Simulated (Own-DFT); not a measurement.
InAs (zincblende, strongly disordered by large displacements), GaP (zincblende, strongly disordered by large displacements) (calculated)

A calculation, not a measurement: plane-wave PBE density functional theory by an unreviewed code, no spin, of a simulated periodic cell, stress positive in tension, free energy of the whole cell less one offset for each atom, forces on such cells passed a denser k mesh, this cell's mesh not checked; broken bonds can close the gap or carry spin, so checks made on this kind of crystal may not hold here; offsets are fitted by least squares, one for each functional and potential file, so energies compare only between cells with the same atoms and settings and are not formation energies; the far tail of each file's local potential was reset to the Coulomb form; each entry is a single point on an unrelaxed cell, so the pressure reflects the starting lattice, mostly measured values (interpolated for alloys), from which strain is counted, and rises with the displacements; printed positions are rounded, which can move forces by about a meV/angstrom; the program, named Own-DFT, is a retired in-house code; no spin-orbit coupling. Program: Own-DFT development build.

Settings shared by all entries: functional PBE; potential files PseudoDojo norm-conserving, scalar-relativistic, standard set; wave cutoff 42 hartree; occupations Fermi-Dirac; smearing width 0.1 eV; k mesh 3 x 3 x 3 centred on Gamma.

(1) 
```xyz
64
Lattice="12.1166 0.0000 0.0000 0.0000 12.1166 0.0000 0.0000 0.0000 12.1166" Properties=species:S:1:pos:R:3:force_x:R:1:force_y:R:1:force_z:R:1 formula=InAs hardware=one_NVIDIA_H200 free_energy_of_cell_above_offsets=23.610 pressure=13.4 stress_xx=-13.75 stress_yy=-14.23 stress_zz=-12.2 stress_yz=1.3 stress_xz=-2.35 stress_xy=3.4 wall_time=1205
In    11.8780     0.2095    11.1933      4.416     -3.986      3.167
In     0.4530     2.9989     3.4182     -2.112     -0.859     -0.806
In     3.1603     0.1635     3.0587      3.314     -1.898      2.947
In     3.1408     2.8135     0.1580     -1.987      1.562      0.299
As     1.8029     1.5326     1.9133     -3.248      1.656     -3.115
As     1.6337     4.3073     5.0344      2.312      0.164     -1.132
As     4.9488     1.5546     5.1520     -1.566      3.286     -4.757
As     4.1384     4.4001     1.9428      0.912     -2.535     -2.329
In    11.8482     0.1298     6.7106      5.149      3.494      0.609
In     0.0811     3.2140     9.6892     -6.195      2.336     -0.477
In     3.7035    11.7397     9.1596     -1.157      4.536      4.128
In     3.6770     3.4737     6.1602     -3.041     -3.714     -3.238
As     1.5099     2.1307     8.4084      4.791      -4.34     -4.736
As     1.7394     4.3436    10.6371      3.788      4.082      2.158
As     4.8089     1.4109    11.4014      1.415     -0.142     -4.054
As     4.7594     4.6567     7.6819      0.852      6.332      1.107
In     0.1791     6.4807     0.2388     -0.871     -5.522     -1.218
In    11.7838    10.1608     3.0308     -2.008     -3.458      2.202
In     3.4059     6.3990     2.6475     -0.134      3.044      3.121
In     2.9793     8.4303     0.0502      0.497      1.768      -1.01
As     1.3845     7.5590     1.7923      0.807      3.036      3.622
As     1.7926    10.1750     3.7461      2.558      1.621     -1.831
As     5.4468     7.5094     4.7542     -2.505     -2.272      2.138
As     4.6835    10.5349     1.6995     -5.181     -0.234     -0.882
In     0.2885     5.8045     6.1977      -2.56      2.034      1.349
In    11.9091     9.1623     8.9781      1.138      0.718      0.302
In     2.6893     6.0384     8.2472      2.115     -3.472      3.421
In     2.5679     9.3190     5.6518       2.02     -1.857      3.226
As     1.6299     7.8680     7.4993     -2.646       2.83     -1.177
As     2.0212    10.6081    10.5566     -2.795      -1.03      1.273
As     4.4762     7.0926    10.5926     -0.993       1.21      -2.22
As     4.2072    10.5330     7.3556     -1.404     -6.419     -0.974
In     5.9966    11.8366     0.4624      4.123       1.96     -1.381
In     5.9705     3.0287     2.6635     -2.564      0.583      2.916
In     9.3785     0.7180     2.8034     -0.415     -1.683      3.678
In     9.1126     3.5684     0.1232     -2.267     -1.813     -2.683
As     7.9971     2.2775     2.0654     -0.095       1.04     -3.281
As     7.8406     4.8413     3.9503     -2.481     -6.068      3.586
As    10.7125     1.2242     4.8715      2.179      0.541      -2.07
As    10.8124     4.1655     1.4586      4.244      2.674      2.977
In     5.6198    11.9181     6.3790      6.494      0.147     -0.761
In     6.0545     3.1166     8.6718      2.302     -1.874      4.658
In     9.4933     0.0347     9.1218     -3.965     -3.306     -2.173
In     8.9453     2.5832     5.6483     -1.175      3.221      0.299
As     7.6222     1.6912     7.5537      0.356     -2.713      0.332
As     7.6326     4.7723    10.7308     -1.059      0.494     -2.068
As    10.4941     1.6877    10.2418     -3.324      5.236      2.158
As    10.6319     4.5418     7.7297     -0.616       0.52      0.441
In     6.0001     6.2374     0.1215     -0.139     -2.295      0.445
In     5.4970     9.1490     3.2279      3.472      0.073      0.852
In     8.8453     6.3533     2.7034      6.159      1.496      0.195
In     9.5374     9.0528    11.5860      -0.21      0.263      3.331
As     7.6789     7.5558     1.2125      -0.75      4.492     -1.699
As     7.8149    10.9373     4.6619     -1.589      0.864     -0.877
As    10.5947     7.2583     4.8414     -0.696      1.223     -0.916
As    10.6569    11.4473     1.6052      0.574     -0.994     -6.688
In     6.9281     5.7841     6.0367     -1.338     -2.811     -1.411
In     6.2110     9.0882     8.9769     -1.113      0.442      1.549
In     9.1952     6.7719     9.0668      1.312     -3.694      0.814
In     8.4976     9.1528     6.1695      1.455     -0.443     -1.234
As     7.5245     7.3874     7.5685     -1.269      2.605      1.525
As     7.9158    10.5797    11.3254     -2.672      3.192     -2.695
As    10.8548     7.4261    10.7455      1.942     -1.061     -2.681
As    10.4095    10.6108     7.2438     -2.554     -4.282      1.748
```

Units: free_energy_of_cell_above_offsets in eV; pressure, stress_xx, stress_yy, stress_zz, stress_yz, stress_xz, stress_xy in GPa; wall_time in s; force_x, force_y, force_z in eV/Å.

(2) 
```xyz
64
Lattice="12.1166 0.0000 0.0000 0.0000 12.1166 0.0000 0.0000 0.0000 12.1166" Properties=species:S:1:pos:R:3:force_x:R:1:force_y:R:1:force_z:R:1 formula=InAs hardware=one_NVIDIA_H200 free_energy_of_cell_above_offsets=24.219 pressure=13.55 stress_xx=-13.64 stress_yy=-14.92 stress_zz=-12.07 stress_yz=2.05 stress_xz=-2.21 stress_xy=1.93 wall_time=1317
In    11.8890    11.9163    11.6477       1.46     -4.889       3.25
In     0.0358     2.5362     3.4955      7.199      1.123     -1.996
In     2.8677     0.2443     2.9018     -1.143     -5.941      0.935
In     3.1535     2.7681    11.5385     -2.746      2.611     -0.283
As     2.0325     1.5888     1.3696     -4.535      2.783     -2.312
As     1.7378     4.5675     4.7344     -2.576      4.482     -3.127
As     4.3330     1.1985     4.3099     -1.652      3.723      1.465
As     4.4288     3.4834     1.3773     -1.775      4.124     -2.856
In    11.8638    11.9091     6.4490     -0.934      0.377     -0.868
In    11.3341     3.3538     9.4196       4.36      0.455      0.372
In     2.1636     0.0721     9.4775      3.843      5.794     -3.593
In     2.6056     2.7886     5.7017      4.449     -2.029      0.446
As     1.4773     1.4447     7.1719     -2.007     -1.512      4.452
As     1.3740     4.5587    11.2433      0.479      -0.43      -3.13
As     4.6308     1.2756    10.7406      0.907      -1.61     -4.193
As     4.4738     4.4039     7.5709       -2.9      0.799     -1.514
In     0.2938     6.0039     0.8035      0.251     -0.627     -4.847
In    11.9958     8.9695     2.6598     -1.484      6.693      1.213
In     3.1046     6.8730     3.0137      3.876     -2.213      3.113
In     3.1661     9.6107    11.8105     -0.708     -2.667      0.999
As     1.3663     7.6412     1.7842       5.23      2.543     -3.043
As     1.4763    10.9429     4.8788     -0.073     -0.822     -1.945
As     5.0285     7.9480     4.9559     -2.285      1.361     -1.366
As     4.2922    10.7818     1.2376      3.178      1.588      4.039
In     0.0623     6.0691     6.2991     -4.521     -3.894     -3.056
In     0.1553     9.6441     8.4544      2.722     -3.672      0.547
In     3.2572     5.8408     9.3849     -0.977      0.788       0.54
In     2.7246     9.0732     6.2333      3.937      4.426     -2.965
As     1.5667     7.4389     7.0883      0.905     -0.546      6.271
As     1.4769    10.3389    10.4571     -4.739     -3.303       0.95
As     4.4025     7.9899    10.6423      2.453      -3.05     -1.926
As     4.2465    10.7644     7.5738     -3.518      3.895      -2.37
In     6.2913    11.9480    11.7220     -3.816      2.019      1.239
In     5.6183     2.8320     3.1133       4.95      0.148      3.008
In     9.4892    12.0008     3.4729     -0.883     -0.149     -0.257
In     9.4811     2.5650     0.4371      -1.82      0.703      1.331
As     7.3066     0.8768     1.4353      2.506      2.654      3.316
As     7.0924     4.7654     4.6512      2.847     -2.475     -2.408
As    10.0208     2.4120     3.9261     -6.085     -0.796      1.055
As    10.8625     4.7615     1.7592     -1.153     -7.371     -0.397
In     5.8116     0.1240     5.5278      1.738     -3.012      3.614
In     6.3151     3.6549     8.7628      1.244     -2.927      0.564
In     8.8788    11.9922     9.2017     -1.049      1.213      0.232
In     9.2729     3.3759     6.2414     -3.355      -2.41     -2.765
As     7.0727     1.3884     7.1869       2.55      1.872      2.468
As     7.9017     4.4220    10.4367     -0.937      -2.32      3.718
As    11.2177     1.7731    10.9496     -1.759      0.152      0.746
As    10.3086     4.5734     7.9234      0.438       4.46     -3.369
In     6.2999     5.9874     0.0016      -1.03     -0.449     -0.176
In     6.0317     8.9082     2.7046     -1.639      2.626      1.033
In     9.4097     6.0530     2.8221      -3.82      2.188      3.344
In     9.2706     8.7596    11.6746      1.357     -1.503      1.323
As     7.5982     7.4132     1.7684      1.556     -0.748     -2.438
As     7.4416    10.6845     4.6256       1.63     -2.125     -1.016
As    10.9270     7.6170     4.1278     -2.662     -2.198      5.065
As    10.4916    10.5568     1.4501      -0.27       0.57     -1.068
In     5.9751     6.0893     6.2315     -0.211      0.704      2.477
In     5.7691     9.4579     8.4838      4.303     -3.941      3.439
In     8.8933     6.1330     9.2514      1.485      0.703      1.612
In     8.8807     9.1339     6.4622      -1.22      0.623     -7.818
As     8.0166     7.5408     7.7147     -5.868     -1.324     -0.244
As     7.5959    10.3591    10.9725      1.858     -3.202     -4.233
As    10.9216     7.1627    10.2214      1.495       1.58      1.492
As    10.2037    10.3539     7.7386      0.944      4.377      1.909
```

Units: free_energy_of_cell_above_offsets in eV; pressure, stress_xx, stress_yy, stress_zz, stress_yz, stress_xz, stress_xy in GPa; wall_time in s; force_x, force_y, force_z in eV/Å.

(3) 
```xyz
64
Lattice="10.9010 0.0000 0.0000 0.0000 10.9010 0.0000 0.0000 0.0000 10.9010" Properties=species:S:1:pos:R:3:force_x:R:1:force_y:R:1:force_z:R:1 formula=GaP hardware=one_NVIDIA_H100 free_energy_of_cell_above_offsets=4.456 pressure=11.76 stress_xx=-11.06 stress_yy=-12.32 stress_zz=-11.91 stress_yz=-2.73 stress_xz=-0.36 stress_xy=2.06 wall_time=571.6
Ga     0.0862    10.7145     0.0936      0.161      1.332     -0.634
Ga     0.0706     3.1566     2.9647     -1.401      -6.15      -1.39
Ga     2.6750    10.7237     2.3399     -1.932      1.668      6.071
Ga     2.2981     2.5086     0.0931      1.236     -0.036     -1.004
P      1.4013     1.3274     1.6907     -3.847      1.583     -0.577
P      1.1315     4.1848     4.2225       6.11      1.776      3.094
P      3.9228     1.7143     4.0574      4.798     -5.085     -3.779
P      3.6471     3.9465     1.2442      3.626      1.003      0.979
Ga     0.1442    10.8168     5.2483     -0.939      0.984      1.071
Ga    10.5406     2.7734     7.9330      3.952     -4.467      3.513
Ga     2.5849    10.8638     8.1346      0.126     -1.272     -0.146
Ga     2.7033     2.5297     5.3273       -4.5       4.45      5.883
P      1.1206     1.3720     7.0789      1.087     -0.394     -3.526
P      1.4395     3.9408     9.5305      -2.73     -0.908     -0.455
P      3.7042     1.3973     9.4557      2.338     -0.248      1.316
P      3.9444     4.5434     6.7628     -0.322     -3.047       0.46
Ga    10.8582     5.2058    10.7788      0.063     -1.245     -1.219
Ga     0.0241     8.3089     2.6436     -0.416     -1.119      0.015
Ga     2.9870     5.6592     2.5871     -2.368      -0.18      -0.36
Ga     2.7947     8.4949     0.0991      -2.91     -4.447     -3.639
P      0.8623     6.6713     1.1429      3.924      3.032      2.712
P      1.4537     9.3691     4.0959      0.361      0.692     -1.183
P      3.9773     7.0146     4.1773      0.546     -1.842     -0.746
P      3.9139     9.7085     1.2447      8.235     -1.044     -0.534
Ga    10.7644     5.5388     5.2364      -1.02      2.021      2.917
Ga    10.6907     8.2149     7.8879      3.188     -4.006      4.189
Ga     2.4804     5.4987     8.4863      2.096      1.308     -1.678
Ga     2.6504     8.1085     5.6067      0.374      1.186     -1.846
P      1.4988     6.9958     6.9387     -3.182     -3.049      0.937
P      1.2850     9.4080     9.4272     -0.305      0.457      0.616
P      4.0366     6.8998     9.4688       0.39      0.053      1.919
P      3.9236     9.5044     6.6591       2.74      2.155      1.777
Ga     5.8741     0.1764     0.0938     -3.593     -3.672      -3.34
Ga     5.5136     2.4977     2.6054     -5.126      5.123      4.452
Ga     8.2714     0.3334     2.6118     -3.538     -2.559     -2.328
Ga     8.0235     2.8359    10.4653      2.724     -3.287      5.634
P      6.6955     1.5524     1.3952       6.34     -1.084     -3.242
P      7.0723     3.8678     3.9253     -0.655        1.8      0.438
P      9.3514     1.2834     3.9988      4.871      2.171      3.758
P      9.9062     3.8227     1.3731     -4.799      1.708      -3.19
Ga     5.6358     0.2806     5.7421     -5.852      -4.33     -5.599
Ga     5.3106     2.5324     8.2313     -0.473      2.002     -0.524
Ga     8.2149     0.0148     8.2847      0.947     -1.664      0.664
Ga     8.4654     2.7029     5.4779     -1.336      0.751      1.232
P      6.8020     1.1857     7.0013      4.002      4.543      3.217
P      7.0820     4.0904     9.3231     -8.049      1.357      1.103
P      9.5453     1.5575     9.6118       0.99     -2.954     -0.024
P      9.5704     4.3157     7.2954      2.088      2.192     -8.233
Ga     5.6306     5.6339     0.3364      -3.44      -3.79     -3.289
Ga     5.5280     8.0472     3.0066     -1.011      0.158      -2.38
Ga     8.7332     5.5048     2.7886     -2.994     -6.156     -4.547
Ga     8.0605     8.0646    10.8574      6.912     -0.033        0.1
P      6.6295     7.2317     1.1246     -0.832      -0.46      5.573
P      6.6127     9.6257     3.9527      1.109      3.298      0.877
P      9.2400     6.9701     3.9707      4.404      3.174      2.795
P      9.5088     9.7443     1.5302     -0.673     -1.582     -1.702
Ga     5.4415     5.5942     5.3915     -0.278     -1.788     -1.331
Ga     5.6709     7.9418     8.1199     -5.533      4.247      3.244
Ga     8.0422     5.2655     8.0215      -2.22      6.954       0.23
Ga     7.9179     8.2113     5.0696     -0.619      0.992      3.721
P      6.5658     6.6980     6.9296       5.37     -2.782     -4.837
P      6.8429     9.1077     9.5883     -1.136      5.718     -2.094
P      9.7098     6.7189     9.5717     -2.271      0.814      -1.16
P      9.7142     9.5374     6.8076     -4.805      3.978     -3.976
```

Units: free_energy_of_cell_above_offsets in eV; pressure, stress_xx, stress_yy, stress_zz, stress_yz, stress_xz, stress_xy in GPa; wall_time in s; force_x, force_y, force_z in eV/Å.
